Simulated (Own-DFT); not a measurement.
Simulation results for Si3Ge (diamond lattice with Si and Ge gathered in clusters, atoms displaced)

Computed with Own-DFT development build. A calculation, not a measurement: plane-wave density functional theory by an unreviewed code, no spin, of a simulated periodic cell, stress positive in tension, run twice, with PBE and with PBEsol, both on files made for PBE, so the change isn't that of files made for PBEsol; forces on such cells passed a denser k mesh, this cell's mesh not checked; the far tail of each file's local potential was reset to the Coulomb form; each entry is a single point on an unrelaxed cell, so the pressure reflects the starting lattice, mostly measured values (interpolated for alloys), from which strain is counted, and rises with the displacements; printed positions are rounded, which can move forces by about a meV/angstrom; the program, named Own-DFT, is a retired in-house code; no spin-orbit coupling; stress was not checked against mesh or cutoff.

Settings shared by all entries: functional PBE, then PBEsol; potential files PseudoDojo norm-conserving, scalar-relativistic, standard set; wave cutoff 42 hartree; occupations Fermi-Dirac; smearing width 0.1 eV; k mesh 3 x 3 x 3 centred on Gamma.

(1) Si3Ge (diamond lattice with Si and Ge gathered in clusters, atoms displaced)

```
Si3Ge
1.0
     10.9755     0.0000     0.0000
      0.0000    10.9755     0.0000
      0.0000     0.0000    10.9755
Ge Si Ge Si Ge Si Ge Si Ge Si Ge Si Ge Si Ge Si Ge Si Ge Si Ge Si
1 3 1 4 1 2 2 15 1 5 2 2 1 2 1 1 4 7 1 5 1 2
Direct
  0.98898 0.99524 0.99690
  0.99674 0.26094 0.24953
  0.24613 0.01200 0.24474
  0.24943 0.25126 0.99883
  0.11787 0.13321 0.12511
  0.11850 0.37544 0.37177
  0.36481 0.13270 0.37854
  0.38126 0.37538 0.12906
  0.00724 0.99908 0.49253
  0.99079 0.23995 0.74998
  0.24034 0.00787 0.74455
  0.25011 0.25585 0.50384
  0.12791 0.12367 0.62647
  0.12246 0.37981 0.86992
  0.38833 0.13127 0.86920
  0.37440 0.37822 0.63229
  0.99730 0.48877 0.99994
  0.99047 0.74799 0.24586
  0.24947 0.50208 0.24943
  0.26153 0.75728 0.00813
  0.13164 0.61985 0.12557
  0.12593 0.87128 0.37722
  0.37429 0.62463 0.36883
  0.38293 0.86335 0.12799
  0.00568 0.50608 0.49639
  0.00265 0.75357 0.74684
  0.26413 0.49693 0.75487
  0.24845 0.73588 0.49555
  0.13274 0.62111 0.62876
  0.12537 0.86887 0.87390
  0.37252 0.61427 0.88299
  0.36817 0.86751 0.62750
  0.49359 0.00498 0.99677
  0.50135 0.25013 0.24426
  0.75351 0.00461 0.25719
  0.75030 0.23977 0.00589
  0.62934 0.12453 0.12492
  0.63297 0.37310 0.37855
  0.88093 0.12339 0.37555
  0.88380 0.38385 0.12626
  0.50591 0.00324 0.50018
  0.48897 0.25085 0.75301
  0.74642 0.00420 0.75278
  0.75752 0.25332 0.49508
  0.62239 0.12524 0.62691
  0.62694 0.37982 0.87570
  0.87250 0.12978 0.87043
  0.87138 0.36842 0.63174
  0.49842 0.49978 0.00264
  0.49332 0.74542 0.26053
  0.74220 0.50283 0.25601
  0.75186 0.75484 0.99913
  0.62383 0.63139 0.11604
  0.61401 0.87201 0.37712
  0.86877 0.62156 0.37277
  0.88087 0.87128 0.12592
  0.49612 0.50209 0.49492
  0.50205 0.75545 0.74615
  0.74395 0.50200 0.74895
  0.75367 0.75835 0.51061
  0.62916 0.62451 0.62398
  0.62595 0.87545 0.87552
  0.88124 0.62816 0.86996
  0.86748 0.86589 0.62120
```

```
PBE pressure                                      : 3.26 GPa
PBE stress xx                                     : -3.08 GPa
PBE stress yy                                     : -3.18 GPa
PBE stress zz                                     : -3.51 GPa
PBE stress yz                                     : 1.01 GPa
PBE stress xz                                     : -0.59 GPa
PBE stress xy                                     : -0.36 GPa
PBEsol pressure                                   : 1.46 GPa
PBEsol stress xx                                  : -1.29 GPa
PBEsol stress yy                                  : -1.39 GPa
PBEsol stress zz                                  : -1.71 GPa
PBEsol stress yz                                  : 0.99 GPa
PBEsol stress xz                                  : -0.63 GPa
PBEsol stress xy                                  : -0.35 GPa
rms change of force components from PBE to PBEsol : 0.046 eV/Å
```

Force:
```tsv
force element	PBE force x (eV/Å)	PBE force y (eV/Å)	PBE force z (eV/Å)	PBEsol force x (eV/Å)	PBEsol force y (eV/Å)	PBEsol force z (eV/Å)
Ge	1.455	0.864	-0.357	1.4	0.836	-0.342
Si	0.077	-1.318	0.672	0.047	-1.3	0.549
Si	0.51	-1.76	0.725	0.45	-1.689	0.648
Si	0.865	0.269	-0.24	0.764	0.263	-0.239
Ge	-0.054	-0.294	-0.587	-0.089	-0.316	-0.603
Si	1.2	0.453	0.715	1.193	0.436	0.704
Si	1.497	-0.601	-0.469	1.48	-0.6	-0.458
Si	-1.018	0.141	-0.5	-1.015	0.139	-0.496
Si	-0.867	-0.605	1.001	-0.819	-0.548	1.05
Ge	2.243	1.47	-0.592	2.158	1.432	-0.572
Si	2.525	-1.767	1.723	2.393	-1.714	1.693
Si	-0.503	0.671	-0.159	-0.55	0.633	-0.101
Ge	-1.151	0.853	-1.656	-1.178	0.874	-1.579
Ge	0.486	-1.055	-0.03	0.439	-1.074	-0.056
Si	-3.349	-1.447	1.31	-3.318	-1.452	1.301
Si	0.5	-0.36	-1.519	0.507	-0.359	-1.514
Si	1.304	3.004	-1.103	1.27	2.859	-1.081
Si	2.014	-1.224	1.267	1.935	-1.148	1.192
Si	0.296	-1.026	0.174	0.293	-1.02	0.183
Si	-1.46	-1.973	-1.133	-1.497	-1.902	-1.175
Si	-1.109	0.9	-0.67	-1.102	0.888	-0.68
Si	0.222	-0.184	-1.247	0.238	-0.197	-1.241
Si	-0.754	-1.099	0.913	-0.75	-1.099	0.9
Si	-0.134	2.812	0.629	-0.1	2.786	0.64
Si	-0.71	-0.494	0.65	-0.734	-0.503	0.675
Si	-0.196	-0.987	-0.717	-0.141	-0.906	-0.663
Si	-1.887	0.716	-0.29	-1.922	0.663	-0.243
Si	0.198	1.3	0.442	0.194	1.275	0.425
Si	-0.348	-0.173	0.127	-0.34	-0.184	0.157
Ge	0.717	0.929	0.397	0.658	0.944	0.419
Si	0.893	2.137	-0.207	0.877	2.122	-0.196
Si	0.058	1.063	-0.873	0.039	1.053	-0.864
Si	0.757	-1.081	0.733	0.825	-1.071	0.734
Si	0.054	0.071	1.622	0.112	0.011	1.561
Si	-0.513	-1.315	-0.167	-0.517	-1.296	-0.248
Ge	0.772	2.488	-0.745	0.745	2.401	-0.734
Ge	-1.427	-1.399	0.958	-1.33	-1.315	0.872
Si	-1.535	-0.073	-0.519	-1.524	-0.084	-0.504
Si	0.044	0.725	-0.112	0.06	0.719	-0.11
Ge	-2.643	-0.792	0.957	-2.605	-0.817	0.915
Si	-2.187	-0.529	-0.136	-2.112	-0.459	-0.071
Si	2.387	1.423	-1.292	2.463	1.429	-1.296
Ge	0.624	-1.013	-0.891	0.565	-0.939	-0.827
Si	-0.467	-1.063	0.446	-0.437	-1.047	0.538
Ge	0.045	1.302	-0.583	0.094	1.227	-0.513
Ge	-0.608	-0.86	0.302	-0.564	-0.883	0.324
Ge	-0.69	-1.539	1.414	-0.673	-1.502	1.373
Ge	0.152	1.746	-1.175	0.188	1.642	-1.092
Si	0.311	-0.044	0.332	0.359	-0.097	0.285
Si	1.623	0.242	-1.572	1.614	0.224	-1.551
Si	0.137	0.272	-1.273	0.157	0.235	-1.313
Si	0.372	-0.815	-0.302	0.383	-0.7	-0.312
Si	-0.177	-0.359	1.29	-0.177	-0.342	1.269
Si	1.656	0.549	0.265	1.644	0.527	0.25
Si	0.349	1.041	0.826	0.34	1.023	0.824
Ge	-2.022	0.629	0.469	-1.935	0.675	0.392
Si	0.798	-0.343	0.632	0.775	-0.333	0.617
Si	-0.486	-1.537	0.533	-0.427	-1.471	0.579
Si	1.119	0.45	0.184	1.109	0.345	0.206
Si	-2.147	-2.441	-2.905	-2.149	-2.418	-2.9
Si	-0.966	0.469	-0.363	-0.958	0.454	-0.371
Ge	-0.801	0.152	0.446	-0.733	0.2	0.396
Si	-0.666	-0.58	0.587	-0.651	-0.577	0.582
Si	2.617	3.008	1.639	2.58	3.044	1.69
```

(2) Si3Ge (diamond lattice with Si and Ge gathered in clusters, atoms displaced)

```
Si3Ge
1.0
     10.9755     0.0000     0.0000
      0.0000    10.9755     0.0000
      0.0000     0.0000    10.9755
Si Ge Si Ge Si Ge Si Ge Si Ge Si Ge Si Ge Si
6 2 6 1 8 1 8 8 5 2 6 1 1 1 8
Direct
  0.00202 0.99371 0.99636
  0.99749 0.24491 0.24760
  0.24293 0.00170 0.25041
  0.25935 0.24699 0.99953
  0.11688 0.11846 0.12356
  0.11799 0.38067 0.36691
  0.36544 0.11483 0.37860
  0.37192 0.37345 0.12475
  0.00454 0.00015 0.49176
  0.01129 0.25788 0.74987
  0.25511 0.00400 0.74330
  0.25445 0.25624 0.49721
  0.12250 0.11642 0.62588
  0.11878 0.37166 0.86875
  0.38051 0.12328 0.87548
  0.37069 0.37269 0.61924
  0.99632 0.49575 0.00327
  0.99734 0.76099 0.24956
  0.24834 0.49876 0.25020
  0.24860 0.74385 0.00753
  0.12159 0.62868 0.12310
  0.12808 0.86740 0.37597
  0.37850 0.62292 0.37808
  0.39141 0.86841 0.13321
  0.99538 0.50556 0.49783
  0.00466 0.74953 0.75251
  0.25183 0.49792 0.74830
  0.24164 0.74135 0.50423
  0.12481 0.62801 0.63401
  0.13335 0.87988 0.87207
  0.37097 0.62771 0.87698
  0.37457 0.87120 0.61541
  0.50181 0.00085 0.00029
  0.49908 0.25755 0.24413
  0.74831 0.98512 0.25200
  0.74519 0.25440 0.00016
  0.62416 0.11939 0.12805
  0.62872 0.37360 0.37358
  0.87872 0.12154 0.38331
  0.87490 0.37895 0.13016
  0.49472 0.00470 0.49154
  0.50506 0.25289 0.75134
  0.75381 0.98812 0.75286
  0.74994 0.24214 0.50949
  0.61952 0.12002 0.62457
  0.61861 0.37423 0.88708
  0.86771 0.12639 0.87709
  0.88274 0.38105 0.62883
  0.49402 0.49716 0.99490
  0.49370 0.74771 0.24772
  0.74744 0.51093 0.24269
  0.74963 0.74404 0.99753
  0.62783 0.62578 0.12725
  0.61856 0.87382 0.37924
  0.87827 0.62024 0.38085
  0.87756 0.87438 0.11975
  0.50092 0.49996 0.51095
  0.51107 0.75650 0.74309
  0.74727 0.50668 0.75527
  0.75902 0.76007 0.49737
  0.62885 0.63241 0.62628
  0.62438 0.86754 0.87806
  0.88297 0.62250 0.88013
  0.87390 0.88224 0.62839
```

```
PBE pressure                                      : 2.93 GPa
PBE stress xx                                     : -2.9 GPa
PBE stress yy                                     : -2.87 GPa
PBE stress zz                                     : -3.01 GPa
PBE stress yz                                     : 0.07 GPa
PBE stress xz                                     : -0.83 GPa
PBE stress xy                                     : 1.02 GPa
PBEsol pressure                                   : 1.14 GPa
PBEsol stress xx                                  : -1.12 GPa
PBEsol stress yy                                  : -1.08 GPa
PBEsol stress zz                                  : -1.23 GPa
PBEsol stress yz                                  : 0.06 GPa
PBEsol stress xz                                  : -0.82 GPa
PBEsol stress xy                                  : 0.99 GPa
rms change of force components from PBE to PBEsol : 0.046 eV/Å
```

Force:
```tsv
force element	PBE force x (eV/Å)	PBE force y (eV/Å)	PBE force z (eV/Å)	PBEsol force x (eV/Å)	PBEsol force y (eV/Å)	PBEsol force z (eV/Å)
Si	0.043	0.766	-0.498	-0.062	0.744	-0.489
Si	0.25	0.261	0.428	0.153	0.254	0.423
Si	0.093	-1.234	-0.402	0.181	-1.2	-0.387
Si	-2.249	-0.186	-0.212	-2.119	-0.183	-0.207
Si	0.918	0.668	-0.432	0.902	0.666	-0.434
Si	0.337	-0.689	0.795	0.315	-0.687	0.788
Ge	0.08	2.044	-1.133	0.097	2.014	-1.129
Ge	-0.442	1.094	-0.471	-0.371	1.014	-0.411
Si	0.466	-1.193	1.466	0.403	-1.132	1.372
Si	-1.904	-2.106	-1.226	-1.924	-2.134	-1.203
Si	0.132	-0.836	0.141	0.196	-0.775	0.182
Si	-1.942	-0.809	-0.199	-1.889	-0.854	-0.26
Si	0.478	1.566	-0.527	0.459	1.542	-0.522
Si	2.131	1.238	2.052	2.12	1.243	2.059
Ge	-0.451	0.431	-0.945	-0.387	0.379	-0.865
Si	0.906	0.334	1.298	0.899	0.32	1.295
Si	1.223	0.325	-0.482	1.162	0.255	-0.416
Si	0.413	-1.971	0.555	0.338	-1.887	0.489
Si	-0.139	0.945	-0.041	-0.078	0.897	-0.093
Si	0.48	1.202	-0.794	0.517	1.238	-0.742
Si	-0.382	-0.685	0.882	-0.399	-0.685	0.885
Si	-0.051	0.655	-0.108	-0.032	0.642	-0.098
Si	-0.685	-0.395	0.166	-0.67	-0.39	0.169
Ge	-3.34	1.764	-1.637	-3.228	1.782	-1.646
Si	1.428	-0.76	1.001	1.439	-0.748	1.003
Si	-0.622	0.858	0.356	-0.626	0.858	0.352
Si	-0.255	0.005	0.37	-0.244	0.001	0.364
Si	1.089	0.333	-0.582	1.071	0.317	-0.577
Si	-0.299	-1.124	-0.671	-0.303	-1.129	-0.65
Si	0.128	-0.72	0.195	0.142	-0.711	0.189
Si	0.651	0.078	-0.88	0.645	0.093	-0.879
Si	0.14	0.352	0.458	0.137	0.339	0.439
Ge	0.435	-1.04	-0.312	0.395	-0.965	-0.258
Ge	-0.069	-1.687	1.249	-0.054	-1.625	1.192
Ge	0.497	1.477	0.065	0.473	1.434	0.055
Ge	0.645	-0.795	1.241	0.616	-0.77	1.195
Ge	0.604	0.663	0.308	0.568	0.645	0.287
Ge	0.353	0.649	0.799	0.301	0.59	0.732
Ge	-1.009	0.513	-1.114	-1.018	0.471	-1.12
Ge	-0.326	-0.405	0.025	-0.362	-0.434	-0.01
Si	0.491	-0.832	1.684	0.48	-0.807	1.551
Si	-0.618	-0.199	-0.794	-0.602	-0.182	-0.687
Si	-1.555	1.251	0.259	-1.512	1.294	0.315
Si	0.426	0.993	0.003	0.431	0.979	-0.081
Si	0.412	-0.322	0.611	0.399	-0.341	0.612
Ge	0.394	0.778	-2.154	0.437	0.695	-2.045
Ge	1.356	-0.051	-0.805	1.277	-0.009	-0.735
Si	-1.162	-0.414	0.045	-1.153	-0.408	0.05
Si	-0.249	1.556	1.26	-0.226	1.437	1.247
Si	2.151	-1.991	2.062	2.113	-1.855	2.008
Si	0.818	-0.853	1.858	0.827	-0.941	1.832
Si	0.267	-0.036	0.114	0.309	0.009	0.154
Si	-1.51	0.34	-1.188	-1.517	0.344	-1.186
Ge	-0.226	-0.909	-0.131	-0.175	-0.845	-0.18
Si	-0.991	1.811	-1.664	-0.989	1.785	-1.659
Ge	-0.544	-0.441	-0.476	-0.582	-0.392	-0.416
Si	0.382	0.307	-0.825	0.424	0.267	-0.846
Si	-1.858	-0.444	0.565	-1.844	-0.43	0.553
Si	0.561	-0.427	-0.09	0.508	-0.462	-0.046
Si	-0.438	-1.132	0.62	-0.476	-1.061	0.552
Si	0.669	-0.423	-0.59	0.674	-0.418	-0.603
Si	0.585	0.537	-0.147	0.53	0.586	-0.077
Si	-0.714	0.244	-0.577	-0.693	0.243	-0.569
Si	1.596	-0.93	-0.824	1.599	-0.913	-0.819
```
